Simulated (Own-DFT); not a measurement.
# Which defects push the lattice out? 4H SiC

Everything here is calculated. The program is Own-DFT (plane waves, in-house, since retired, never reviewed by a person); positions were held fixed, and spin and spin-orbit coupling were off.

Method: PBE; PseudoDojo norm-conserving scalar-relativistic files; cutoff 42 hartree; 4 x 4 x 3 k mesh centred on Gamma; Fermi-Dirac smearing of 0.1 eV.

Limits (not all hold for every row): a neutral cation vacancy leaves holes that likely carry spin, which these runs leave out; not probed for a lower state with spin; forces on such cells failed a check on a denser k mesh; forces on such cells passed a denser k mesh, each cell not checked; stress not checked against mesh or cutoff.

All runs share one cell, with vectors in Å (9.248, 0.000, 0.000); (-4.624, 8.009, 0.000); (0.000, 0.000, 10.068) and a volume of 745.7 Å³. Atoms were moved at random from their sites; u is the rms move along one axis. The defect's site can differ from row to row.

```
cell,formula,u (Å),P (GPa)
no defect,C36Si36,0.0290,3.70
no defect,C36Si36,0.0304,3.84
no defect,C36Si36,0.0603,5.80
one Si vacancy,C36Si35,0.0296,3.17
one Si vacancy,C36Si35,0.0296,3.03
one Si vacancy,C36Si35,0.0311,3.04
one C vacancy,C35Si36,0.0305,3.48
one C vacancy,C35Si36,0.0307,3.66
one C vacancy,C35Si36,0.0532,5.12
one Al on a Si site and one N on a C site,AlC35NSi35,0.0496,5.53
one Al on a Si site and one N on a C site,AlC35NSi35,0.0499,5.43
one Al on a Si site and one N on a C site,AlC35NSi35,0.0512,5.56
two Al on a Si site each,Al2C36Si34,0.0306,?
two Al on a Si site each,Al2C36Si34,0.0308,5.87
two Al on a Si site each,Al2C36Si34,0.0430,6.68
two Al on a Si site each,Al2C36Si34,0.0502,7.36
```

## Working it out

P = P0 + c u² + a shift for each defect gives P0 = 3.03 GPa, c = 786 ± 36 GPa/Å² and a scatter of 0.11 GPa. The shifts, and each times the cell's volume:

- two Al on a Si site each: 2.22 ± 0.09 GPa, 10.3 eV (5.2 eV for each of its 2 sites)
- one Al on a Si site and one N on a C site: 0.49 ± 0.09 GPa, 2.3 eV
- one C vacancy: -0.17 ± 0.09 GPa, -0.8 eV (not resolved)
- one Si vacancy: -0.66 ± 0.09 GPa, -3.1 eV

Positive is outwards. The product with the volume (160.2 GPa Å³ to the eV) is nearly free of the cell's size; divided by the bulk modulus at the cell's pressure it gives the volume that the defect adds. The atoms around the defects weren't relaxed, which would change these numbers.

## Prediction

Question: what pressure belongs in the blank (two Al on a Si site each, u = 0.0306 Å)?

The fitted form gives 5.98 ± 0.13 GPa. The calculation gave 5.73 GPa.
